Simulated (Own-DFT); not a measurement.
Si3N4 (beta silicon nitride, atoms displaced) (calculated)

Computed with Own-DFT development build. A calculation, not a measurement: plane-wave PBEsol density functional theory by an unreviewed code, no spin, of a simulated periodic cell, stress positive in tension, free energy of the whole cell less one offset for each atom, forces on such cells passed a denser k mesh, this cell's mesh not checked; offsets are fitted by least squares, one for each functional and potential file, so energies compare only between cells with the same atoms and settings and are not formation energies; the far tail of each file's local potential was reset to the Coulomb form; each entry is a single point on an unrelaxed cell, so the pressure reflects the starting lattice, mostly measured values (interpolated for alloys), from which strain is counted, and rises with the displacements; printed positions are rounded, which can move forces by about a meV/angstrom; the program, named Own-DFT, is a retired in-house code; no spin-orbit coupling.

Settings shared by all entries: functional PBEsol; potential files PseudoDojo norm-conserving, scalar-relativistic, made for PBE, standard set; wave cutoff 42 hartree; occupations Fermi-Dirac; smearing width 0.1 eV; k mesh 3 x 3 x 3 centred on Gamma.

(1) 
```cif
# cell vector a (Å): 7.6060 0.0000 0.0000
# cell vector b (Å): -3.8030 6.5870 0.0000
# cell vector c (Å): 0.0000 0.0000 8.7270
data_Si3N4
_symmetry_space_group_name_H-M 'P 1'
_symmetry_Int_Tables_number 1
_cell_length_a 7.6060
_cell_length_b 7.6060
_cell_length_c 8.7270
_cell_angle_alpha 90.000
_cell_angle_beta 90.000
_cell_angle_gamma 120.000
_cell_volume 437.23
loop_
_atom_site_label
_atom_site_type_symbol
_atom_site_fract_x
_atom_site_fract_y
_atom_site_fract_z
_atom_site_occupancy
Si1 Si 0.15358 0.75160 0.08256 1
Si2 Si 0.24864 0.41564 0.07645 1
Si3 Si 0.59532 0.80006 0.06977 1
Si4 Si 0.81239 0.21287 0.23598 1
Si5 Si 0.78121 0.60751 0.23142 1
Si6 Si 0.42199 0.19941 0.26450 1
N1 N 0.34108 0.04779 0.07713 1
N2 N 0.97372 0.30565 0.08243 1
N3 N 0.68946 0.64380 0.06148 1
N4 N 0.65430 0.95002 0.24418 1
N5 N 0.02638 0.69291 0.26026 1
N6 N 0.30514 0.32390 0.25602 1
N7 N 0.33856 0.66744 0.08373 1
N8 N 0.67476 0.35049 0.26823 1
Si7 Si 0.18870 0.79497 0.41389 1
Si8 Si 0.22376 0.39343 0.43079 1
Si9 Si 0.59228 0.80748 0.42391 1
Si10 Si 0.80438 0.22361 0.56947 1
Si11 Si 0.74478 0.55467 0.59196 1
Si12 Si 0.39821 0.17572 0.57991 1
N9 N 0.32735 0.02994 0.43263 1
N10 N 0.98023 0.30411 0.43577 1
N11 N 0.70806 0.67279 0.41608 1
N12 N 0.66668 0.95102 0.58432 1
N13 N 0.02247 0.69810 0.57991 1
N14 N 0.28818 0.31752 0.59469 1
N15 N 0.32926 0.65192 0.41792 1
N16 N 0.69477 0.34255 0.58168 1
Si13 Si 0.17403 0.75573 0.75426 1
Si14 Si 0.23950 0.40515 0.74280 1
Si15 Si 0.60250 0.83187 0.74897 1
Si16 Si 0.81821 0.23527 0.90299 1
Si17 Si 0.77598 0.60618 0.91037 1
Si18 Si 0.41579 0.16624 0.92817 1
N17 N 0.33446 0.03411 0.75694 1
N18 N 0.97236 0.29071 0.74092 1
N19 N 0.69724 0.64870 0.73615 1
N20 N 0.65677 0.96495 0.91172 1
N21 N 0.01539 0.67882 0.92371 1
N22 N 0.31310 0.34627 0.90951 1
N23 N 0.34681 0.66490 0.74757 1
N24 N 0.65876 0.32721 0.91312 1
_calc_hardware 'one NVIDIA H100'
_calc_free_energy_of_cell_above_offsets '6.165'  # eV
_calc_pressure 11.1  # GPa
_calc_stress_xx -12.03  # GPa
_calc_stress_yy -12.3  # GPa
_calc_stress_zz -8.97  # GPa
_calc_stress_yz -2.71  # GPa
_calc_stress_xz 4.87  # GPa
_calc_stress_xy 3.71  # GPa
_calc_wall_time 94.6  # s
```

Force:
```csv
element,x (eV/Å),y (eV/Å),z (eV/Å)
Si,4.036,2.779,2.156
Si,-1.439,-2.516,1.164
Si,-3.416,4.001,1.443
Si,0.845,1.62,2.332
Si,-1.839,-1.545,5.152
Si,1.839,-4.005,-2.516
N,-0.932,-6.169,8.522
N,-0.167,-0.346,-1.218
N,-1.837,1.858,5.131
N,0.935,0.549,0.065
N,1.626,2.003,-3.027
N,-4.259,2.445,0.014
N,-1.745,0.181,-0.209
N,2.02,-1.951,-1.314
Si,-0.174,-9.071,2.716
Si,0.627,1.82,-2.921
Si,-1.507,-0.03,-2.208
Si,9.413,-4.299,2.64
Si,1.021,13.04,-5.612
Si,1.883,-0.169,6.008
N,1.156,4.598,-4.207
N,-2.796,-2.398,-4.528
N,1.508,-2.001,-0.906
N,-0.643,3.886,-1.525
N,1.463,0.744,1.235
N,3.047,-0.816,-4.323
N,-0.879,2.315,-0.044
N,-7.35,-9.223,-0.141
Si,-0.263,1.178,-2.604
Si,-3.304,1.02,4.81
Si,0.389,-2.839,-0.189
Si,2.926,-0.21,1.118
Si,0.177,-5.354,-5.715
Si,-3.062,3.528,-6.977
N,0.024,-1.515,-1.132
N,-1.531,-0.051,0.587
N,-3.481,3.125,5.253
N,1.422,0.549,1.214
N,2.721,1.694,-1.75
N,1.51,-1.527,1.331
N,-1.966,-0.036,0.261
N,2.002,3.135,-0.085
```

(2) 
```cif
# cell vector a (Å): 7.6060 0.0000 0.0000
# cell vector b (Å): -3.8030 6.5870 0.0000
# cell vector c (Å): 0.0000 0.0000 8.7270
data_Si3N4
_symmetry_space_group_name_H-M 'P 1'
_symmetry_Int_Tables_number 1
_cell_length_a 7.6060
_cell_length_b 7.6060
_cell_length_c 8.7270
_cell_angle_alpha 90.000
_cell_angle_beta 90.000
_cell_angle_gamma 120.000
_cell_volume 437.23
loop_
_atom_site_label
_atom_site_type_symbol
_atom_site_fract_x
_atom_site_fract_y
_atom_site_fract_z
_atom_site_occupancy
Si1 Si 0.14871 0.72320 0.09483 1
Si2 Si 0.23206 0.41252 0.08321 1
Si3 Si 0.56580 0.80020 0.09346 1
Si4 Si 0.83782 0.22962 0.25703 1
Si5 Si 0.80149 0.59154 0.25492 1
Si6 Si 0.40193 0.17191 0.24086 1
N1 N 0.33315 0.02115 0.08089 1
N2 N 0.97556 0.33390 0.07642 1
N3 N 0.72608 0.69959 0.10188 1
N4 N 0.68378 0.98597 0.25380 1
N5 N 0.04004 0.72871 0.26201 1
N6 N 0.29481 0.33681 0.25384 1
N7 N 0.32911 0.66493 0.07407 1
N8 N 0.66488 0.32623 0.25282 1
Si7 Si 0.16449 0.78298 0.40333 1
Si8 Si 0.21866 0.38764 0.42112 1
Si9 Si 0.60885 0.85693 0.42013 1
Si10 Si 0.85868 0.25291 0.56924 1
Si11 Si 0.75269 0.60117 0.60341 1
Si12 Si 0.39970 0.16461 0.57862 1
N9 N 0.33659 0.01231 0.42529 1
N10 N 0.98073 0.30451 0.42205 1
N11 N 0.70700 0.68874 0.40756 1
N12 N 0.65432 0.95521 0.58171 1
N13 N 0.03654 0.70492 0.58049 1
N14 N 0.29072 0.32450 0.58054 1
N15 N 0.33823 0.67243 0.42477 1
N16 N 0.67312 0.33776 0.58608 1
Si13 Si 0.19326 0.76598 0.74934 1
Si14 Si 0.23494 0.42291 0.76646 1
Si15 Si 0.60769 0.85962 0.75144 1
Si16 Si 0.81200 0.23102 0.91746 1
Si17 Si 0.77716 0.60383 0.92490 1
Si18 Si 0.40856 0.15610 0.91972 1
N17 N 0.32284 0.03328 0.76429 1
N18 N 0.94012 0.27855 0.77259 1
N19 N 0.70079 0.69006 0.75539 1
N20 N 0.67431 0.96484 0.92717 1
N21 N 0.05422 0.71470 0.90197 1
N22 N 0.30587 0.30950 0.92414 1
N23 N 0.32477 0.64401 0.74363 1
N24 N 0.66203 0.33341 0.92014 1
_calc_hardware 'one NVIDIA H100'
_calc_free_energy_of_cell_above_offsets '9.777'  # eV
_calc_pressure 10.48  # GPa
_calc_stress_xx -9.03  # GPa
_calc_stress_yy -7.26  # GPa
_calc_stress_zz -15.14  # GPa
_calc_stress_yz -1.79  # GPa
_calc_stress_xz 1.88  # GPa
_calc_stress_xy -4.26  # GPa
_calc_wall_time 93.1  # s
```

Force:
```csv
element,x (eV/Å),y (eV/Å),z (eV/Å)
Si,-0.431,4.664,-4.633
Si,2.34,-3.66,-0.736
Si,5.915,6.292,0.498
Si,-2.294,1.933,-3.008
Si,-10.44,-1.484,1.84
Si,0.282,0.118,1.594
N,-0.127,-2.39,2.568
N,-0.212,-0.23,2.599
N,1.459,-2.34,-2.179
N,-0.638,-2.522,-1.545
N,-1.163,-1.96,-8.893
N,1.293,-1.882,-1.529
N,-1.251,-2.471,0.373
N,1.932,1.518,0.12
Si,7.639,-2.853,12.31
Si,4.678,6.866,-0.267
Si,-0.39,-7.764,-4.217
Si,-7.892,-2.812,10.91
Si,3.167,-0.415,-6.098
Si,0.602,2.11,2.885
N,0.001,6.266,-2.888
N,-0.682,-0.254,-6.165
N,1.905,-1.192,2.17
N,0.647,7.472,2.669
N,-1.248,-0.655,0.932
N,0.911,-1.219,2.83
N,-1.556,-0.765,-1.833
N,-0.407,-0.577,-0.36
Si,-2.204,1.316,-3.724
Si,2.282,-12.94,0.018
Si,0.463,-4.459,1.809
Si,-2.142,-1.674,5.476
Si,-0.538,0.634,-1.006
Si,-0.481,2.732,2.022
N,1.426,-2.731,-6.004
N,6.848,3.441,-9.373
N,0.091,-0.216,3.219
N,-1.472,0.408,1.112
N,-4.134,-3.094,5.912
N,-4.321,3.72,0.259
N,0.442,11.33,-0.031
N,-0.301,1.733,0.37
```

(3) 
```cif
# cell vector a (Å): 7.6060 0.0000 0.0000
# cell vector b (Å): -3.8030 6.5870 0.0000
# cell vector c (Å): 0.0000 0.0000 8.7270
data_Si3N4
_symmetry_space_group_name_H-M 'P 1'
_symmetry_Int_Tables_number 1
_cell_length_a 7.6060
_cell_length_b 7.6060
_cell_length_c 8.7270
_cell_angle_alpha 90.000
_cell_angle_beta 90.000
_cell_angle_gamma 120.000
_cell_volume 437.23
loop_
_atom_site_label
_atom_site_type_symbol
_atom_site_fract_x
_atom_site_fract_y
_atom_site_fract_z
_atom_site_occupancy
Si1 Si 0.18021 0.74829 0.09003 1
Si2 Si 0.23192 0.41854 0.10016 1
Si3 Si 0.60732 0.85482 0.08300 1
Si4 Si 0.84269 0.24784 0.23343 1
Si5 Si 0.78677 0.61664 0.24493 1
Si6 Si 0.40800 0.15154 0.25099 1
N1 N 0.33954 0.03027 0.09701 1
N2 N 0.97225 0.31842 0.07675 1
N3 N 0.69820 0.65593 0.08337 1
N4 N 0.68385 0.98272 0.24849 1
N5 N 0.02950 0.68664 0.21739 1
N6 N 0.31364 0.35203 0.26071 1
N7 N 0.33886 0.66448 0.07591 1
N8 N 0.66110 0.33229 0.24815 1
Si7 Si 0.19228 0.79816 0.39020 1
Si8 Si 0.23780 0.42758 0.40680 1
Si9 Si 0.57360 0.80676 0.42425 1
Si10 Si 0.82374 0.22802 0.59505 1
Si11 Si 0.77412 0.58526 0.56338 1
Si12 Si 0.40510 0.16804 0.57484 1
N9 N 0.34873 0.06273 0.41840 1
N10 N 0.96095 0.29611 0.41675 1
N11 N 0.72923 0.68615 0.41743 1
N12 N 0.66155 0.94570 0.57738 1
N13 N 0.04405 0.69144 0.61066 1
N14 N 0.31503 0.33290 0.57440 1
N15 N 0.35533 0.67743 0.40294 1
N16 N 0.66997 0.33287 0.57271 1
Si13 Si 0.19911 0.77872 0.74645 1
Si14 Si 0.24345 0.40392 0.73270 1
Si15 Si 0.58810 0.79666 0.74997 1
Si16 Si 0.81379 0.19807 0.92021 1
Si17 Si 0.79713 0.60246 0.91287 1
Si18 Si 0.41354 0.18931 0.90296 1
N17 N 0.34821 0.04365 0.73902 1
N18 N 0.98172 0.29810 0.75618 1
N19 N 0.72051 0.68433 0.76358 1
N20 N 0.66753 0.96408 0.90814 1
N21 N 0.02645 0.69009 0.93034 1
N22 N 0.30448 0.33603 0.91627 1
N23 N 0.34227 0.66448 0.76069 1
N24 N 0.67528 0.33791 0.91656 1
_calc_hardware 'one NVIDIA H100'
_calc_free_energy_of_cell_above_offsets '9.438'  # eV
_calc_pressure 13.32  # GPa
_calc_stress_xx -13.41  # GPa
_calc_stress_yy -10.77  # GPa
_calc_stress_zz -15.77  # GPa
_calc_stress_yz -2.58  # GPa
_calc_stress_xz -0.49  # GPa
_calc_stress_xy -5.64  # GPa
_calc_wall_time 96.6  # s
```

Force:
```csv
element,x (eV/Å),y (eV/Å),z (eV/Å)
Si,2.295,5.423,-9.576
Si,3.237,-2.914,-3.792
Si,1.449,-5.57,0.486
Si,-4.229,-1.422,5.855
Si,-2.556,-4.771,-0.446
Si,0.179,9.354,-1.885
N,-0.47,-4.08,-5.503
N,2.134,-0.276,-1.411
N,-2.205,3.107,-1.423
N,-0.377,-0.859,0.907
N,-2.402,-0.34,11.68
N,1.458,-2.199,-2.888
N,1.832,2.722,0.696
N,1.977,1.717,-0.041
Si,0.085,-2.803,3.434
Si,-1.304,-4.906,3.284
Si,11.99,8.715,-2.193
Si,1.061,-0.886,-2.083
Si,2.254,0.953,6.433
Si,1.175,5.831,5.073
N,-0.978,-9.229,-3.057
N,2.128,1.798,-0.044
N,-1.943,1.427,-2.475
N,-0.416,3.105,3.542
N,-3.482,-1.245,-8.495
N,-1.651,1.623,-1.084
N,-11.86,-4.127,-1.194
N,-0.213,-1.337,0.764
Si,0.011,0.323,5.201
Si,-1.283,-0.47,4.562
Si,0.97,3.761,-0.668
Si,-0.01,9.126,-2.069
Si,-6.578,-3.402,1.797
Si,0.833,0.583,3.123
N,-0.144,-2.378,1.823
N,-1.31,-1.427,-0.938
N,1.727,-1.9,-3.752
N,-0.66,-3.737,0.184
N,8.407,4.434,-2.098
N,-0.741,-0.197,0.031
N,-1.415,-1.414,-1.05
N,1.027,-2.111,-0.707
```

(4) 
```cif
# cell vector a (Å): 7.6060 0.0000 0.0000
# cell vector b (Å): -3.8030 6.5870 0.0000
# cell vector c (Å): 0.0000 0.0000 8.7270
data_Si3N4
_symmetry_space_group_name_H-M 'P 1'
_symmetry_Int_Tables_number 1
_cell_length_a 7.6060
_cell_length_b 7.6060
_cell_length_c 8.7270
_cell_angle_alpha 90.000
_cell_angle_beta 90.000
_cell_angle_gamma 120.000
_cell_volume 437.23
loop_
_atom_site_label
_atom_site_type_symbol
_atom_site_fract_x
_atom_site_fract_y
_atom_site_fract_z
_atom_site_occupancy
Si1 Si 0.18377 0.77642 0.07257 1
Si2 Si 0.23776 0.41359 0.09122 1
Si3 Si 0.62244 0.85222 0.08479 1
Si4 Si 0.82199 0.21615 0.23189 1
Si5 Si 0.77105 0.61620 0.24677 1
Si6 Si 0.42075 0.19127 0.26986 1
N1 N 0.35286 0.03815 0.07995 1
N2 N 0.95874 0.30049 0.07075 1
N3 N 0.68265 0.67442 0.09175 1
N4 N 0.67260 0.96539 0.25191 1
N5 N 0.02348 0.67756 0.24437 1
N6 N 0.34126 0.33973 0.24555 1
N7 N 0.32261 0.67911 0.06391 1
N8 N 0.68598 0.35561 0.24323 1
Si7 Si 0.18190 0.76885 0.43290 1
Si8 Si 0.22631 0.40466 0.43461 1
Si9 Si 0.61813 0.86186 0.41288 1
Si10 Si 0.82196 0.22030 0.57359 1
Si11 Si 0.76967 0.62517 0.60162 1
Si12 Si 0.39873 0.16381 0.58674 1
N9 N 0.33615 0.03865 0.40586 1
N10 N 0.97188 0.28184 0.42144 1
N11 N 0.70430 0.66156 0.41982 1
N12 N 0.64254 0.93228 0.58030 1
N13 N 0.01310 0.67695 0.59019 1
N14 N 0.29921 0.29563 0.58273 1
N15 N 0.33689 0.67112 0.41589 1
N16 N 0.64997 0.33836 0.58222 1
Si13 Si 0.15530 0.78260 0.72626 1
Si14 Si 0.24113 0.41963 0.75223 1
Si15 Si 0.59582 0.82262 0.78107 1
Si16 Si 0.81444 0.23258 0.90443 1
Si17 Si 0.75853 0.57896 0.91329 1
Si18 Si 0.39995 0.14653 0.93387 1
N17 N 0.33271 0.04243 0.74778 1
N18 N 0.99370 0.28180 0.76693 1
N19 N 0.69720 0.65579 0.76687 1
N20 N 0.69070 0.00516 0.92097 1
N21 N 0.03023 0.70692 0.90936 1
N22 N 0.29685 0.34624 0.91844 1
N23 N 0.32424 0.66492 0.76207 1
N24 N 0.64538 0.30870 0.90716 1
_calc_hardware 'one NVIDIA H100'
_calc_free_energy_of_cell_above_offsets '13.127'  # eV
_calc_pressure 13.27  # GPa
_calc_stress_xx -8.79  # GPa
_calc_stress_yy -11.95  # GPa
_calc_stress_zz -19.07  # GPa
_calc_stress_yz 4.8  # GPa
_calc_stress_xz -0.7  # GPa
_calc_stress_xy 2.05  # GPa
_calc_wall_time 99.5  # s
```

Force:
```csv
element,x (eV/Å),y (eV/Å),z (eV/Å)
Si,-4.818,0.361,2.446
Si,-0.28,0.551,-1.836
Si,-4.599,-2.712,-2.207
Si,-1.492,6.091,2.198
Si,3.274,-2.768,1.68
Si,5.813,0.141,-6.082
N,-0.511,-5.881,10.41
N,2.45,0.396,1.856
N,2.491,-0.932,-3.262
N,-0.189,3.262,-2.553
N,1.212,3.065,0.65
N,-9.581,4.952,0.36
N,7.787,-1.638,1.66
N,0.19,-3.802,0.363
Si,-1.66,-0.509,-5.747
Si,3.798,0.386,-2.075
Si,0.333,-10.34,0.27
Si,-2.295,0.503,4.091
Si,0.45,-5.611,-6.371
Si,5.494,0.089,-2.056
N,0.07,-5.688,6.221
N,-0.748,-0.587,-2.863
N,-2.814,3.661,1.035
N,0.787,6.064,7.714
N,-0.909,-0.334,-5.244
N,-9.542,7.226,0.226
N,0.997,-0.799,0.379
N,4.423,0.107,0.201
Si,5.975,1.652,10.25
Si,2.404,-2.375,0.126
Si,-2.486,-1.009,-4.26
Si,3.664,8.981,-0.017
Si,2.854,-1.967,6.303
Si,-3.937,7.998,-10.72
N,-0.34,-4.652,2.201
N,-5.49,-1.727,-4.218
N,-5.314,4.151,-1.612
N,-0.347,-12.14,0.778
N,-1.879,-0.337,-0.604
N,3.976,-2.013,1.674
N,0.164,3.558,-1.424
N,0.626,4.633,0.05
```

(5) 
```cif
# cell vector a (Å): 7.6060 0.0000 0.0000
# cell vector b (Å): -3.8030 6.5870 0.0000
# cell vector c (Å): 0.0000 0.0000 8.7270
data_Si3N4
_symmetry_space_group_name_H-M 'P 1'
_symmetry_Int_Tables_number 1
_cell_length_a 7.6060
_cell_length_b 7.6060
_cell_length_c 8.7270
_cell_angle_alpha 90.000
_cell_angle_beta 90.000
_cell_angle_gamma 120.000
_cell_volume 437.23
loop_
_atom_site_label
_atom_site_type_symbol
_atom_site_fract_x
_atom_site_fract_y
_atom_site_fract_z
_atom_site_occupancy
Si1 Si 0.15557 0.74685 0.06704 1
Si2 Si 0.20097 0.36212 0.08405 1
Si3 Si 0.60395 0.83516 0.07406 1
Si4 Si 0.83697 0.25450 0.25374 1
Si5 Si 0.78866 0.62046 0.26262 1
Si6 Si 0.38942 0.14075 0.23179 1
N1 N 0.32314 0.00471 0.05162 1
N2 N 0.96844 0.31594 0.09183 1
N3 N 0.68178 0.67170 0.09142 1
N4 N 0.63974 0.94353 0.25093 1
N5 N 0.04020 0.72361 0.24244 1
N6 N 0.28392 0.32094 0.25403 1
N7 N 0.34831 0.64629 0.08563 1
N8 N 0.66722 0.32271 0.24724 1
Si7 Si 0.15455 0.75635 0.41908 1
Si8 Si 0.23210 0.41377 0.41603 1
Si9 Si 0.60487 0.83199 0.44137 1
Si10 Si 0.83878 0.23777 0.57862 1
Si11 Si 0.76448 0.59402 0.57502 1
Si12 Si 0.40600 0.19913 0.58132 1
N9 N 0.33041 0.01889 0.42550 1
N10 N 0.96954 0.31362 0.41734 1
N11 N 0.69290 0.65139 0.40440 1
N12 N 0.65867 0.99024 0.58626 1
N13 N 0.02341 0.69613 0.58416 1
N14 N 0.28003 0.30117 0.57737 1
N15 N 0.32622 0.68315 0.43514 1
N16 N 0.67075 0.33024 0.57446 1
Si13 Si 0.19285 0.76774 0.76468 1
Si14 Si 0.21929 0.40897 0.74793 1
Si15 Si 0.58622 0.82613 0.73750 1
Si16 Si 0.81489 0.24304 0.92359 1
Si17 Si 0.76437 0.58776 0.93262 1
Si18 Si 0.40381 0.18014 0.92642 1
N17 N 0.29988 0.00376 0.76114 1
N18 N 0.95622 0.28635 0.77051 1
N19 N 0.67070 0.63212 0.73396 1
N20 N 0.64013 0.96170 0.91084 1
N21 N 0.03236 0.70329 0.92294 1
N22 N 0.31710 0.34053 0.91387 1
N23 N 0.31397 0.66218 0.74061 1
N24 N 0.65584 0.33889 0.93850 1
_calc_hardware 'one NVIDIA H100'
_calc_free_energy_of_cell_above_offsets '9.660'  # eV
_calc_pressure 10.36  # GPa
_calc_stress_xx -16.28  # GPa
_calc_stress_yy -4.63  # GPa
_calc_stress_zz -10.18  # GPa
_calc_stress_yz 1.42  # GPa
_calc_stress_xz 3.29  # GPa
_calc_stress_xy 4.24  # GPa
_calc_wall_time 97.1  # s
```

Force:
```csv
element,x (eV/Å),y (eV/Å),z (eV/Å)
Si,8.685,1.2,8.191
Si,4.271,6.273,-0.577
Si,-3.609,-1.924,2.867
Si,-1.457,-5.151,0.553
Si,1.026,-4.483,-9.416
Si,1.154,1.507,4.021
N,-0.341,0.317,6.562
N,-1.785,-1.437,-2.732
N,6.229,-2.078,-0.816
N,1.558,4.36,1.931
N,-0.157,-0.803,0.549
N,1.937,-2.561,-0.965
N,-5.334,-0.448,-0.935
N,-3.806,2.483,-0.104
Si,1.292,3.658,0.808
Si,0.507,1.061,-0.152
Si,-2.905,-1.665,-7.66
Si,-3.02,1.286,3.029
Si,3.012,-1.857,0.567
Si,8.866,-8.795,0.015
N,-1,1.558,-2.136
N,2.183,0.596,0.148
N,-5.64,3.097,8.345
N,1.677,-1.714,0.861
N,-0.739,-0.522,1.237
N,-9.396,6.348,1.152
N,4.699,-3.798,-0.225
N,-1.103,0.674,0.838
Si,-9.392,-0.121,-2.247
Si,2.369,-2.059,1.235
Si,0.422,-1.59,3.116
Si,-0.678,-2.741,1.496
Si,-2.068,2.771,-1.754
Si,-0.028,-1.599,-5.798
N,0.851,9.42,-1.165
N,1.702,1.302,-4.286
N,-2.46,3.097,3.401
N,1.389,2.755,-1.327
N,-5.914,-4.006,-6.879
N,-3.441,0.049,-0.202
N,8.539,-3.101,-0.583
N,1.908,-1.357,-0.962
```

(6) 
```cif
# cell vector a (Å): 7.6060 0.0000 0.0000
# cell vector b (Å): -3.8030 6.5870 0.0000
# cell vector c (Å): 0.0000 0.0000 8.7270
data_Si3N4
_symmetry_space_group_name_H-M 'P 1'
_symmetry_Int_Tables_number 1
_cell_length_a 7.6060
_cell_length_b 7.6060
_cell_length_c 8.7270
_cell_angle_alpha 90.000
_cell_angle_beta 90.000
_cell_angle_gamma 120.000
_cell_volume 437.23
loop_
_atom_site_label
_atom_site_type_symbol
_atom_site_fract_x
_atom_site_fract_y
_atom_site_fract_z
_atom_site_occupancy
Si1 Si 0.20374 0.78905 0.07849 1
Si2 Si 0.24210 0.41501 0.08995 1
Si3 Si 0.57291 0.81087 0.09429 1
Si4 Si 0.83361 0.22544 0.24602 1
Si5 Si 0.77479 0.59291 0.25206 1
Si6 Si 0.37541 0.15055 0.24956 1
N1 N 0.29373 0.01330 0.08217 1
N2 N 0.96642 0.32913 0.07721 1
N3 N 0.72038 0.67507 0.06740 1
N4 N 0.68449 0.99704 0.25109 1
N5 N 0.01975 0.69107 0.23148 1
N6 N 0.30814 0.33064 0.23811 1
N7 N 0.33084 0.66337 0.07955 1
N8 N 0.68334 0.34843 0.25921 1
Si7 Si 0.18161 0.77457 0.41617 1
Si8 Si 0.23667 0.40440 0.41499 1
Si9 Si 0.59937 0.85089 0.42105 1
Si10 Si 0.83616 0.22022 0.58990 1
Si11 Si 0.74430 0.58187 0.59905 1
Si12 Si 0.41180 0.16693 0.58521 1
N9 N 0.31018 0.02233 0.41325 1
N10 N 0.97191 0.28169 0.43293 1
N11 N 0.67857 0.67187 0.42234 1
N12 N 0.68822 0.98335 0.57398 1
N13 N 0.01483 0.71842 0.57070 1
N14 N 0.31813 0.33718 0.58273 1
N15 N 0.31359 0.67094 0.42821 1
N16 N 0.66380 0.31816 0.57028 1
Si13 Si 0.16888 0.75927 0.76172 1
Si14 Si 0.23649 0.42567 0.75555 1
Si15 Si 0.61902 0.84114 0.76400 1
Si16 Si 0.81150 0.21459 0.91184 1
Si17 Si 0.78822 0.61889 0.91213 1
Si18 Si 0.40295 0.15865 0.90880 1
N17 N 0.33550 0.02748 0.76055 1
N18 N 0.95665 0.29321 0.74602 1
N19 N 0.68928 0.67418 0.76471 1
N20 N 0.65336 0.98546 0.91329 1
N21 N 0.02562 0.69704 0.92341 1
N22 N 0.31405 0.32997 0.90234 1
N23 N 0.33664 0.68535 0.75359 1
N24 N 0.66631 0.33856 0.91241 1
_calc_free_energy_of_cell_above_offsets '7.748'  # eV
_calc_pressure 10.76  # GPa
_calc_stress_xx -4.96  # GPa
_calc_stress_yy -21.77  # GPa
_calc_stress_zz -5.55  # GPa
_calc_stress_yz -2.77  # GPa
_calc_stress_xz -0.78  # GPa
_calc_stress_xy 1.31  # GPa
```

Force:
```csv
element,x (eV/Å),y (eV/Å),z (eV/Å)
Si,-5.556,-11.86,1.167
Si,-1.939,-3.521,-5.117
Si,6.475,3.419,-1.283
Si,-0.845,9.767,1.409
Si,-2.713,1.435,-0.073
Si,3.61,3.705,-0.585
N,1.075,10.48,-0.585
N,3.134,-1.409,0.054
N,-6.006,2.694,6.339
N,-1.95,-10.65,-0.944
N,4.937,2.979,2.324
N,-1.225,0.589,3.106
N,-0.105,0.668,0.523
N,-1.37,-5.495,-0.492
Si,-7.906,-2.498,-1.259
Si,-0.31,0.51,1.464
Si,0.065,-4.256,-2.107
Si,-3.632,3.792,-2.96
Si,1.252,0.043,-4.27
Si,-1.469,0.324,0.359
N,0.765,2.293,1.31
N,2.089,1.427,-4.942
N,1.13,-0.597,-1.098
N,-1.044,-4.353,5.264
N,0.761,-0.803,3.57
N,-1.168,0.672,0.621
N,7.391,-1.651,-0.856
N,0.688,1.674,1.439
Si,-3.072,1.906,-3.594
Si,1.199,-2.556,-1.685
Si,-4.748,0.165,-4.312
Si,-0.001,9.426,1.417
Si,-0.472,-5.992,0.42
Si,0.278,6.111,4.273
N,-0.477,-3.758,-5.687
N,3.941,2.175,4.22
N,2.027,-1.047,-2.392
N,-0.319,-6.8,3.291
N,4.669,1.836,-1.218
N,-2.704,1.181,2.966
N,3.284,-1.505,0.148
N,0.262,-0.521,-0.225
```
